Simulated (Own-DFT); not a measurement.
# Computed records: Si (diamond silicon with one vacancy, atoms displaced)

All values are calculated (Own-DFT development build). A calculation, not a measurement: plane-wave PBE density functional theory by an unreviewed code, no spin, of a simulated periodic cell, stress positive in tension, free energy of the whole cell less one offset for each atom, defect cell not probed for a lower state with spin; forces not confirmed at this smearing and k mesh; offsets are fitted by least squares, one for each functional and potential file, so energies compare only between cells with the same atoms and settings and are not formation energies; the far tail of each file's local potential was reset to the Coulomb form; each entry is a single point on an unrelaxed cell, so the pressure reflects the starting lattice, mostly measured values (interpolated for alloys), from which strain is counted, and rises with the displacements; printed positions are rounded, which can move forces by about a meV/angstrom; the program, named Own-DFT, is a retired in-house code; no spin-orbit coupling; before rounding, a Quantum ESPRESSO 7.3.1 run of the same cell and cutoff gave forces within 1 meV/angstrom rms on each cell, which checks the program and not the settings.

## Si (diamond silicon with one vacancy, atoms displaced)

```
Si
1.0
     10.8620     0.0000     0.0000
      0.0000    10.8620     0.0000
      0.0000     0.0000    10.8620
Si
63
Direct
  0.00232 0.00979 0.99275
  0.99495 0.25090 0.25154
  0.25011 0.99541 0.25639
  0.25292 0.24539 0.00341
  0.13163 0.12372 0.12442
  0.12594 0.37572 0.38456
  0.37295 0.12738 0.37546
  0.38220 0.37212 0.12255
  0.00423 0.99726 0.49816
  0.99450 0.24855 0.73928
  0.24556 0.00127 0.73844
  0.24649 0.24855 0.51250
  0.13080 0.12755 0.63818
  0.12878 0.38218 0.87859
  0.37109 0.12259 0.87946
  0.37383 0.37520 0.62392
  0.00332 0.50424 0.99719
  0.99536 0.74814 0.24364
  0.25448 0.49549 0.25599
  0.25028 0.74530 0.98962
  0.12310 0.62570 0.12510
  0.12358 0.88105 0.37478
  0.38061 0.62380 0.37944
  0.37123 0.87571 0.12746
  0.00390 0.49748 0.50204
  0.00349 0.75291 0.73743
  0.25129 0.49474 0.74609
  0.24124 0.75629 0.50487
  0.12545 0.62641 0.61313
  0.12284 0.88209 0.87264
  0.37276 0.61496 0.86970
  0.37763 0.86924 0.63480
  0.49404 0.00264 0.00187
  0.50203 0.25249 0.25275
  0.74785 0.99416 0.25524
  0.74524 0.25495 0.00679
  0.62528 0.12161 0.13064
  0.63190 0.37374 0.37965
  0.87816 0.12185 0.37772
  0.87285 0.37537 0.11907
  0.50847 0.99107 0.49865
  0.49275 0.24368 0.75166
  0.75318 0.01138 0.75117
  0.74906 0.24727 0.50160
  0.62186 0.12040 0.63005
  0.62398 0.38213 0.87365
  0.86862 0.12264 0.87401
  0.86561 0.36821 0.62351
  0.49719 0.49821 0.00704
  0.50841 0.75192 0.24971
  0.74756 0.50067 0.25040
  0.75423 0.76052 0.00068
  0.62704 0.62803 0.12191
  0.62890 0.87996 0.36922
  0.87292 0.63206 0.36532
  0.87008 0.87281 0.12259
  0.50225 0.49925 0.50220
  0.50623 0.75667 0.74722
  0.74776 0.49810 0.74822
  0.75645 0.74971 0.49399
  0.63156 0.61896 0.63094
  0.62275 0.86810 0.87150
  0.87461 0.62795 0.86956
```

```
functional      : PBE
potential files : PseudoDojo norm-conserving, scalar-relativistic, standard set
wave cutoff     : 20 hartree
occupations     : Fermi-Dirac
smearing width  : 0.1 eV
k mesh          : 3 x 3 x 3 centred on Gamma
```

**Q.** Give the missing pressure for Si (diamond silicon with one vacancy, atoms displaced).
**A.** 2.19 GPa

Further results for Si (diamond silicon with one vacancy, atoms displaced):

```
free energy of cell above offsets : 1.015 eV
stress xx                         : -2.18 GPa
stress yy                         : -2.29 GPa
stress zz                         : -2.1 GPa
stress yz                         : -0.16 GPa
stress xz                         : -0.05 GPa
stress xy                         : 0.19 GPa
```

Force:
```
element  x (eV/Å)  y (eV/Å)  z (eV/Å)
     Si     -0.44    -0.794     1.049
     Si      0.92     0.132    -0.281
     Si     0.283     0.893    -0.765
     Si    -0.155     1.078     -0.36
     Si    -0.964    -0.013     0.898
     Si     0.052    -0.858    -0.901
     Si     0.334    -0.277      0.82
     Si    -1.081    -0.299     0.946
     Si    -0.316     0.622     1.332
     Si     0.169     0.437     2.185
     Si     1.642    -1.071     2.481
     Si     0.427    -0.038    -1.374
     Si    -1.869     0.057    -2.164
     Si    -0.482    -1.431    -0.617
     Si    -0.277    -0.309    -0.966
     Si      0.64    -0.356     0.144
     Si     -0.68    -0.029     0.168
     Si     0.862     0.883     0.174
     Si    -0.127     0.317    -0.547
     Si    -0.218     0.422     0.753
     Si     0.878    -0.198     0.049
     Si     -0.59    -1.344    -0.255
     Si    -0.492     0.911    -0.185
     Si     0.284    -0.744    -0.392
     Si    -1.801     0.394    -0.465
     Si    -0.483     0.145     0.478
     Si    -0.583     0.692    -0.292
     Si     1.772    -0.077    -1.063
     Si    -0.211     -0.55     1.631
     Si     0.079    -0.716    -0.695
     Si     0.922     0.979     0.085
     Si    -0.568     0.943    -1.853
     Si     0.804    -0.663     0.063
     Si     0.186    -0.296      0.22
     Si     1.387     1.363     -1.15
     Si    -0.303    -0.666    -0.981
     Si    -0.175     0.192    -0.269
     Si    -0.726     0.259    -0.315
     Si    -0.473    -0.134     0.023
     Si     0.595     0.599     0.768
     Si    -1.432     0.816     0.444
     Si     0.506     0.893     0.269
     Si     -0.92    -2.052    -0.247
     Si    -0.349    -0.997    -0.193
     Si     0.114     0.432     -0.69
     Si    -0.637    -1.185     0.357
     Si     0.762     1.728     0.492
     Si     0.982      1.18    -0.237
     Si     0.606     0.861    -1.152
     Si    -1.024    -0.298    -0.058
     Si     0.221    -0.065    -0.507
     Si    -0.934     -1.89    -1.152
     Si     0.209    -0.025      0.04
     Si    -0.244    -1.639     1.361
     Si      0.53    -1.316     1.066
     Si     1.449     1.692     0.452
     Si     0.336    -0.143     0.141
     Si    -0.442    -2.563     0.476
     Si     1.032     -0.23     0.821
     Si    -0.516     0.232     0.779
     Si    -0.626     1.532    -1.447
     Si     0.905     2.144      0.72
     Si     0.251     0.435    -0.112
```
